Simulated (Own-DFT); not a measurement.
SiC (twinned 3C silicon carbide, strained, atoms displaced) (calculated)

Computed with Own-DFT development build. A calculation, not a measurement: plane-wave PBE density functional theory by an unreviewed code, no spin, of a simulated periodic cell, stress positive in tension, free energy of the whole cell less one offset for each atom, forces on such cells passed a denser k mesh, this cell's mesh not checked; offsets are fitted by least squares, one for each functional and potential file, so energies compare only between cells with the same atoms and settings and are not formation energies; the far tail of each file's local potential was reset to the Coulomb form; each entry is a single point on an unrelaxed cell, so the pressure reflects the starting lattice, mostly measured values (interpolated for alloys), from which strain is counted, and rises with the displacements; printed positions are rounded, which can move forces by about a meV/angstrom; the program, named Own-DFT, is a retired in-house code; no spin-orbit coupling.

Common to all runs: functional PBE; potential files PseudoDojo norm-conserving, scalar-relativistic, standard set; wave cutoff 42 hartree; occupations Fermi-Dirac; smearing width 0.1 eV; hardware one NVIDIA H200; k mesh 4 x 4 x 2 centred on Gamma.

(1) SiC (twinned 3C silicon carbide, strained, atoms displaced)

```cif
# cell vector a (Å): 6.6416 -6.6125 0.2290
# cell vector b (Å): -0.1954 6.6461 -6.6635
# cell vector c (Å): 8.8255 8.4813 8.7651
data_SiC
_symmetry_space_group_name_H-M 'P 1'
_symmetry_Int_Tables_number 1
_cell_length_a 9.3749
_cell_length_b 9.4133
_cell_length_c 15.0549
_cell_angle_alpha 91.522
_cell_angle_beta 88.157
_cell_angle_gamma 122.005
_cell_volume 1125.98
loop_
_atom_site_label
_atom_site_type_symbol
_atom_site_fract_x
_atom_site_fract_y
_atom_site_fract_z
_atom_site_occupancy
Si1 Si 0.00233 0.99792 0.43941 1
C1 C 0.00292 0.01048 0.06390 1
Si2 Si 0.10762 0.21686 0.10608 1
C2 C 0.11425 0.23572 0.23165 1
Si3 Si 0.21583 0.09531 0.27451 1
C3 C 0.22510 0.11853 0.38988 1
Si4 Si 0.98892 0.32111 0.44500 1
C4 C 0.99881 0.33846 0.06718 1
Si5 Si 0.10864 0.55336 0.10225 1
C5 C 0.11586 0.55643 0.23248 1
Si6 Si 0.20874 0.43632 0.26695 1
C6 C 0.23026 0.45138 0.39707 1
Si7 Si 0.99660 0.66462 0.44256 1
C7 C 0.01129 0.66805 0.06081 1
Si8 Si 0.10744 0.88013 0.10350 1
C8 C 0.10712 0.87752 0.23300 1
Si9 Si 0.22365 0.77687 0.26783 1
C9 C 0.21381 0.78489 0.39338 1
Si10 Si 0.33383 0.99923 0.44160 1
C10 C 0.32961 0.99303 0.06221 1
Si11 Si 0.44064 0.21215 0.10389 1
C11 C 0.45456 0.22991 0.22543 1
Si12 Si 0.54338 0.11280 0.27072 1
C12 C 0.54917 0.10367 0.39538 1
Si13 Si 0.33605 0.33429 0.43748 1
C13 C 0.34095 0.32862 0.05865 1
Si14 Si 0.44257 0.56068 0.10344 1
C14 C 0.45724 0.56351 0.23380 1
Si15 Si 0.55048 0.44692 0.26815 1
C15 C 0.54592 0.43536 0.40087 1
Si16 Si 0.32648 0.66448 0.44017 1
C16 C 0.34010 0.66887 0.06068 1
Si17 Si 0.43804 0.88195 0.10602 1
C17 C 0.44585 0.89337 0.22997 1
Si18 Si 0.56160 0.78132 0.27668 1
C18 C 0.55316 0.77445 0.38936 1
Si19 Si 0.67422 0.99985 0.43798 1
C19 C 0.67857 0.99585 0.05886 1
Si20 Si 0.79026 0.22412 0.10612 1
C20 C 0.78541 0.22654 0.22983 1
Si21 Si 0.89394 0.11496 0.27402 1
C21 C 0.89399 0.11269 0.39428 1
Si22 Si 0.66509 0.33490 0.43903 1
C22 C 0.65865 0.32919 0.06152 1
Si23 Si 0.78549 0.55182 0.09840 1
C23 C 0.77693 0.55705 0.22787 1
Si24 Si 0.89460 0.44292 0.27263 1
C24 C 0.89108 0.45008 0.39630 1
Si25 Si 0.66306 0.66545 0.44169 1
C25 C 0.67384 0.68284 0.06381 1
Si26 Si 0.77310 0.88789 0.09948 1
C26 C 0.78372 0.89849 0.22772 1
Si27 Si 0.89134 0.78461 0.27049 1
C27 C 0.90216 0.79164 0.39844 1
Si28 Si 0.99238 0.00118 0.94091 1
C28 C 0.00129 0.00255 0.56829 1
Si29 Si 0.88006 0.76913 0.60286 1
C29 C 0.88651 0.78072 0.72553 1
Si30 Si 0.77106 0.88587 0.77027 1
C30 C 0.78124 0.89599 0.89638 1
Si31 Si 0.98995 0.66221 0.93547 1
C31 C 0.99982 0.66554 0.56210 1
Si32 Si 0.89611 0.44909 0.60686 1
C32 C 0.88893 0.44419 0.72645 1
Si33 Si 0.76897 0.56119 0.77429 1
C33 C 0.77228 0.55671 0.89975 1
Si34 Si 0.00730 0.34078 0.93723 1
C34 C 0.00799 0.33393 0.55679 1
Si35 Si 0.89046 0.11321 0.60446 1
C35 C 0.89274 0.09883 0.73169 1
Si36 Si 0.78286 0.21626 0.77057 1
C36 C 0.77580 0.21758 0.90003 1
Si37 Si 0.66560 0.99170 0.93843 1
C37 C 0.66336 0.00689 0.56249 1
Si38 Si 0.55533 0.77822 0.60556 1
C38 C 0.54884 0.77429 0.72814 1
Si39 Si 0.43668 0.88477 0.76445 1
C39 C 0.43796 0.88491 0.90095 1
Si40 Si 0.67428 0.67097 0.93587 1
C40 C 0.65991 0.66744 0.56225 1
Si41 Si 0.56179 0.44498 0.59860 1
C41 C 0.55341 0.44667 0.72862 1
Si42 Si 0.43515 0.54879 0.76727 1
C42 C 0.43953 0.55687 0.89334 1
Si43 Si 0.67794 0.34593 0.94123 1
C43 C 0.67128 0.34038 0.56627 1
Si44 Si 0.55085 0.11060 0.60313 1
C44 C 0.55579 0.11825 0.73407 1
Si45 Si 0.44170 0.21721 0.76851 1
C45 C 0.45626 0.22665 0.89733 1
Si46 Si 0.32155 0.99493 0.94026 1
C46 C 0.33929 0.00022 0.56498 1
Si47 Si 0.21596 0.76700 0.60104 1
C47 C 0.22639 0.78015 0.72524 1
Si48 Si 0.10684 0.88544 0.77719 1
C48 C 0.11552 0.88003 0.89158 1
Si49 Si 0.33557 0.66096 0.93281 1
C49 C 0.34293 0.67663 0.56364 1
Si50 Si 0.22337 0.45592 0.60513 1
C50 C 0.22755 0.44451 0.72812 1
Si51 Si 0.11081 0.56610 0.77362 1
C51 C 0.09436 0.54728 0.89316 1
Si52 Si 0.32723 0.33324 0.93858 1
C52 C 0.33575 0.33505 0.56951 1
Si53 Si 0.23899 0.13179 0.59720 1
C53 C 0.21471 0.09591 0.72919 1
Si54 Si 0.10349 0.22487 0.76732 1
C54 C 0.10528 0.22027 0.89722 1
```

```
free energy of cell above offsets : -5.651 eV
pressure                          : 4.41 GPa
stress xx                         : -4.89 GPa
stress yy                         : -3.66 GPa
stress zz                         : -4.68 GPa
stress yz                         : -5.74 GPa
stress xz                         : 6.88 GPa
stress xy                         : -6.24 GPa
wall time                         : 646 s
```

Force:
```csv
element,x (eV/Å),y (eV/Å),z (eV/Å)
Si,1.09,1.594,-1.477
C,-0.819,-2.167,2.51
Si,1.829,1.028,-2.369
C,-2.078,-3.978,3.297
Si,-0.405,-0.7,-3.881
C,2.059,1.518,3.036
Si,-1.335,-2.628,-5.217
C,0.657,-3.169,-0.999
Si,2.159,0.2,-0.266
C,-1.257,-0.621,-1.019
Si,5.408,1.846,-2.266
C,-1.78,0.099,1.622
Si,-1.174,-0.99,-2.3
C,-1.666,0.06,0.488
Si,0.91,1.761,-0.996
C,-0.404,-1.046,-2.012
Si,0.701,0.953,0.876
C,1.386,-0.955,1.647
Si,-1.008,-0.236,-0.877
C,0.549,0.404,0.834
Si,-0.282,0.509,-1.383
C,-1.466,1.23,2.002
Si,2.085,-1.58,-0.494
C,1.497,0.048,-0.832
Si,-1.548,1.984,0.367
C,0.313,2.713,0.758
Si,1.329,-1.142,1.094
C,-3.196,0.367,-0.343
Si,1.613,-0.454,0.433
C,1.762,-1.712,-2.568
Si,-0.42,-0.758,-2.107
C,-1.345,0.211,1.216
Si,1.048,-0.81,-1.763
C,-0.084,-0.697,0.447
Si,-2.603,-2.055,-2.917
C,3.624,3.275,2.863
Si,-2.031,0.532,-0.222
C,-0.539,3.367,0.058
Si,-2.865,1.44,1.199
C,-0.675,0.446,1.353
Si,-1.583,-0.138,-1.091
C,0.589,0.5,1.57
Si,-0.429,-0.758,0.205
C,2.335,-1.006,0.228
Si,-0.018,3.067,0.784
C,0.822,-0.451,0.067
Si,-1.137,1.366,-0.905
C,-0.099,-0.148,1.727
Si,-1.147,-1.523,-1.888
C,-1.971,-3.547,2.516
Si,3.217,1.588,-0.324
C,0.204,-0.31,0.745
Si,-1.222,0.355,1.498
C,-2.674,-0.734,2.745
Si,0.846,-1.489,-1.027
C,-0.809,-1.367,-0.9
Si,1.453,0.372,-1.425
C,0.707,0.646,2.007
Si,0.381,-0.717,0.858
C,-1.309,-1.627,0.856
Si,1.884,-0.825,-0.267
C,0.171,0.895,0.742
Si,-1.555,-0.661,0.176
C,1.354,1.174,0.894
Si,-0.43,-2.096,-0.2
C,0.017,-0.859,-1.295
Si,-1.572,0.342,2.37
C,2.566,4.001,2.869
Si,-0.027,-0.181,0.574
C,-2.44,1.873,-2.432
Si,-0.054,1.679,0.058
C,0.248,-0.486,-1.327
Si,-0.963,1.515,-1.374
C,1.125,-1.184,0.875
Si,0.609,0.24,-1.195
C,0.54,0.116,-0.081
Si,3.029,1.317,0.129
C,-0.9,-1.288,-1.01
Si,-1.05,2.678,0.404
C,0.838,-0.101,0.306
Si,0.722,2.367,1.006
C,-0.438,-0.41,0.155
Si,2.374,-0.419,-0.201
C,0.79,-1.654,0.507
Si,-2.61,-1.76,2.382
C,-0.463,-1.562,0.161
Si,2.197,0.642,-0.142
C,-0.663,-3.117,0.203
Si,0.511,2.024,0.203
C,-1.866,1.05,0.19
Si,1.99,-2.122,-1.806
C,-2.068,0.816,-0.114
Si,1.651,1.524,-1.581
C,-1.535,1.243,1.022
Si,-2.487,-2.571,-2.811
C,0.034,3.803,1.607
Si,-0.307,2.627,-0.444
C,-1.559,0.146,0.886
Si,0.247,-1.785,0.826
C,-2.535,2.094,-0.085
Si,-1.277,-2.087,0.253
C,2.245,0.203,-0.844
Si,0.32,-2.27,-0.504
C,-0.602,0.324,-4.546
Si,-1.007,0.09,7.163
C,0.725,1.037,-2.438
Si,2.859,-1.903,1.6
C,0.162,-0.444,-0.903
```

(2) SiC (twinned 3C silicon carbide, strained, atoms displaced)

```cif
# cell vector a (Å): 6.5374 -6.7423 -0.2074
# cell vector b (Å): -0.0099 6.5250 -6.5353
# cell vector c (Å): 8.2970 8.8468 8.8739
data_SiC
_symmetry_space_group_name_H-M 'P 1'
_symmetry_Int_Tables_number 1
_cell_length_a 9.3936
_cell_length_b 9.2350
_cell_length_c 15.0284
_cell_angle_alpha 90.145
_cell_angle_beta 92.943
_cell_angle_gamma 119.489
_cell_volume 1132.74
loop_
_atom_site_label
_atom_site_type_symbol
_atom_site_fract_x
_atom_site_fract_y
_atom_site_fract_z
_atom_site_occupancy
Si1 Si 0.00081 0.00132 0.44299 1
C1 C 0.00191 0.99736 0.06465 1
Si2 Si 0.10152 0.21442 0.10252 1
C2 C 0.11013 0.22750 0.23148 1
Si3 Si 0.22162 0.10489 0.27262 1
C3 C 0.21271 0.10893 0.39854 1
Si4 Si 0.00678 0.33720 0.44379 1
C4 C 0.99368 0.33411 0.06698 1
Si5 Si 0.11439 0.56301 0.10313 1
C5 C 0.11348 0.55263 0.23167 1
Si6 Si 0.22153 0.43532 0.27124 1
C6 C 0.21890 0.44815 0.40248 1
Si7 Si 0.99438 0.66109 0.43556 1
C7 C 0.99455 0.66162 0.06337 1
Si8 Si 0.10742 0.88741 0.10098 1
C8 C 0.11633 0.89178 0.22798 1
Si9 Si 0.22309 0.78134 0.26574 1
C9 C 0.22907 0.78941 0.39076 1
Si10 Si 0.33040 0.99920 0.44258 1
C10 C 0.33488 0.99710 0.06200 1
Si11 Si 0.44519 0.22290 0.10246 1
C11 C 0.44947 0.22429 0.22961 1
Si12 Si 0.54640 0.10600 0.26786 1
C12 C 0.55775 0.11288 0.39443 1
Si13 Si 0.33373 0.33854 0.44042 1
C13 C 0.33982 0.33476 0.06338 1
Si14 Si 0.44299 0.55620 0.10220 1
C14 C 0.44300 0.55331 0.22447 1
Si15 Si 0.56437 0.45381 0.27394 1
C15 C 0.55104 0.43647 0.39748 1
Si16 Si 0.33506 0.67191 0.43671 1
C16 C 0.32369 0.65984 0.05958 1
Si17 Si 0.43707 0.87702 0.10619 1
C17 C 0.43877 0.89030 0.22896 1
Si18 Si 0.54617 0.78145 0.26447 1
C18 C 0.56503 0.78307 0.39670 1
Si19 Si 0.65962 0.00046 0.43886 1
C19 C 0.66355 0.99511 0.06059 1
Si20 Si 0.78463 0.23065 0.10085 1
C20 C 0.78034 0.22262 0.22743 1
Si21 Si 0.89618 0.11654 0.27737 1
C21 C 0.89622 0.11170 0.39853 1
Si22 Si 0.65442 0.32885 0.43767 1
C22 C 0.67276 0.33526 0.06797 1
Si23 Si 0.77608 0.55359 0.10859 1
C23 C 0.77846 0.55572 0.23427 1
Si24 Si 0.88328 0.43682 0.27298 1
C24 C 0.89480 0.44925 0.39484 1
Si25 Si 0.66269 0.66239 0.44073 1
C25 C 0.66257 0.66209 0.05929 1
Si26 Si 0.76741 0.88077 0.10045 1
C26 C 0.77595 0.89937 0.23381 1
Si27 Si 0.89626 0.78860 0.27011 1
C27 C 0.89173 0.77260 0.39270 1
Si28 Si 0.99199 0.01541 0.93674 1
C28 C 0.01327 0.00490 0.56576 1
Si29 Si 0.89169 0.77855 0.60601 1
C29 C 0.89168 0.78430 0.72940 1
Si30 Si 0.78197 0.89639 0.76968 1
C30 C 0.78237 0.89919 0.89905 1
Si31 Si 0.99297 0.66716 0.94066 1
C31 C 0.99145 0.66002 0.56340 1
Si32 Si 0.89216 0.44223 0.60395 1
C32 C 0.88185 0.44012 0.72114 1
Si33 Si 0.77788 0.55146 0.77420 1
C33 C 0.77330 0.56033 0.90024 1
Si34 Si 0.00582 0.32822 0.94020 1
C34 C 0.99404 0.32581 0.56000 1
Si35 Si 0.88795 0.11139 0.60779 1
C35 C 0.88357 0.11410 0.72627 1
Si36 Si 0.77766 0.22649 0.77272 1
C36 C 0.76686 0.21746 0.89460 1
Si37 Si 0.67518 0.00481 0.94026 1
C37 C 0.67696 0.00059 0.56104 1
Si38 Si 0.55635 0.78638 0.60514 1
C38 C 0.54744 0.76917 0.72736 1
Si39 Si 0.44837 0.89167 0.76923 1
C39 C 0.43586 0.88327 0.89277 1
Si40 Si 0.66455 0.66485 0.94216 1
C40 C 0.67182 0.67779 0.56655 1
Si41 Si 0.55407 0.44911 0.60377 1
C41 C 0.55727 0.43964 0.72567 1
Si42 Si 0.44187 0.55176 0.77635 1
C42 C 0.45459 0.55819 0.89268 1
Si43 Si 0.66630 0.32664 0.94062 1
C43 C 0.67104 0.32914 0.56158 1
Si44 Si 0.55601 0.10868 0.60732 1
C44 C 0.56909 0.12305 0.72791 1
Si45 Si 0.44037 0.21868 0.76905 1
C45 C 0.44380 0.21953 0.89522 1
Si46 Si 0.33072 0.99813 0.92886 1
C46 C 0.33780 0.00479 0.56412 1
Si47 Si 0.22690 0.77957 0.60209 1
C47 C 0.22553 0.78472 0.73567 1
Si48 Si 0.10907 0.88000 0.76585 1
C48 C 0.10674 0.88914 0.89477 1
Si49 Si 0.32901 0.66968 0.93780 1
C49 C 0.34118 0.67345 0.56187 1
Si50 Si 0.22373 0.44928 0.59782 1
C50 C 0.21769 0.43591 0.73032 1
Si51 Si 0.11421 0.55750 0.76859 1
C51 C 0.11180 0.55483 0.89749 1
Si52 Si 0.32583 0.32284 0.93603 1
C52 C 0.33765 0.33010 0.55843 1
Si53 Si 0.23468 0.11220 0.60326 1
C53 C 0.23226 0.11257 0.72627 1
Si54 Si 0.11141 0.22646 0.76887 1
C54 C 0.10413 0.21601 0.89223 1
```

```
free energy of cell above offsets : -8.436 eV
pressure                          : 2.4 GPa
stress xx                         : -9.2 GPa
stress yy                         : 0.77 GPa
stress zz                         : 1.24 GPa
stress yz                         : 4.77 GPa
stress xz                         : -7.11 GPa
stress xy                         : -7.23 GPa
wall time                         : 644.7 s
```

Force:
```csv
element,x (eV/Å),y (eV/Å),z (eV/Å)
Si,-0.846,-1.338,0.129
C,-2.212,0.888,-0.728
Si,2.405,0.959,-0.253
C,-0.864,-2.355,1.762
Si,0.69,1.041,-1.675
C,1.083,-0.76,-0.483
Si,-3.013,-1.24,-1.199
C,0.329,-2.361,-1.124
Si,0.071,0.244,1.997
C,-0.718,0.116,-0.859
Si,1.194,1.844,-1.776
C,0.042,-1.608,-0.772
Si,1.396,0.062,-0.998
C,0.226,1.057,-0.086
Si,1.61,-0.91,0.017
C,-1.698,0.221,-0.015
Si,0.425,0.134,1.805
C,0.009,0.295,2.082
Si,-0.769,-0.987,-2.175
C,-0.881,0.051,-0.222
Si,0.893,-0.523,1.198
C,-0.966,1.197,-0.363
Si,2.45,-0.212,-1
C,-1.181,0.606,0.629
Si,-1.619,-1.709,-0.334
C,-2.278,0.544,-0.003
Si,-0.274,-0.576,0.246
C,0.94,1.192,0.501
Si,-1.366,-0.656,0.416
C,-0.651,1.724,-1.415
Si,0.102,-0.428,-1.18
C,1.279,0.075,0.279
Si,-0.121,-0.003,-2.664
C,-0.896,-0.618,0.21
Si,2.917,-0.709,1.84
C,-2.306,0.171,0.453
Si,1.245,-1.855,-0.988
C,0.409,1.295,0.145
Si,0.116,0.423,3.227
C,-0.496,0.259,1.023
Si,-1.33,-0.021,-1.091
C,-0.379,1.78,0.134
Si,2.34,-1.794,0.051
C,-2.159,0.115,-0.559
Si,0.31,-0.066,-0.386
C,-0.311,-0.091,-1.297
Si,0.841,-0.549,-1.239
C,-0.694,-0.062,2.178
Si,0.716,-0.776,-1.23
C,1.243,1.621,1.801
Si,2.634,0.95,-0.237
C,-1.406,-2.228,0.289
Si,-0.722,0.104,0.843
C,0.26,2.323,0.036
Si,1.735,-3.389,3.144
C,-0.717,1.08,0.981
Si,-0.106,-0.031,-0.754
C,-0.514,-0.049,1.27
Si,-0.63,0.104,1.083
C,-2.109,-0.69,0.687
Si,0.207,-1.277,-1.127
C,1.303,-0.803,-0.903
Si,-1.894,-0.635,-0.949
C,3.437,1.901,1.49
Si,-0.885,0.104,-1.343
C,-0.23,-1.851,0.759
Si,-1.36,1.966,-1.536
C,2.554,1.628,0.59
Si,-0.082,-2.322,-1.236
C,1.871,0.759,1.121
Si,0.222,-1.015,-0.866
C,2.294,-0.612,-0.295
Si,-2.982,0.415,0.262
C,-0.96,2.279,0.773
Si,0.692,-1.529,0.326
C,1.509,0.742,-0.421
Si,0.554,0.072,0.047
C,1.828,-0.403,-0.531
Si,-0.822,-1.239,-2.326
C,-1.128,-0.547,0.76
Si,0.989,-1.488,-0.217
C,0.543,1.962,0.638
Si,-1.605,-2.638,-2.014
C,-0.252,2.91,2.489
Si,-0.331,1.429,-1.202
C,-0.736,1.384,0.026
Si,0.444,-1.281,-1.953
C,-1.736,0.976,2.485
Si,1.999,-0.61,-0.949
C,-0.106,0.078,-0.287
Si,0.857,1.126,1.63
C,0.37,-1.027,1.44
Si,-0.463,1.202,0.774
C,-1.448,-3.142,-0.35
Si,1.253,2.882,-0.734
C,-0.496,0.471,-0.174
Si,-0.045,-1.735,-0.56
C,-1.023,0.754,0.484
Si,0.802,-0.187,1.751
C,0.306,0.213,-2.358
Si,-0.313,0.532,0.815
C,-1.351,0.149,0.399
Si,1.5,-0.06,-1.096
C,1.003,2.356,0.651
Si,-0.792,1.68,-0.448
C,-1.559,1.578,1.209
Si,-0.958,-1.628,1.06
C,1.339,0.604,-1.448
```
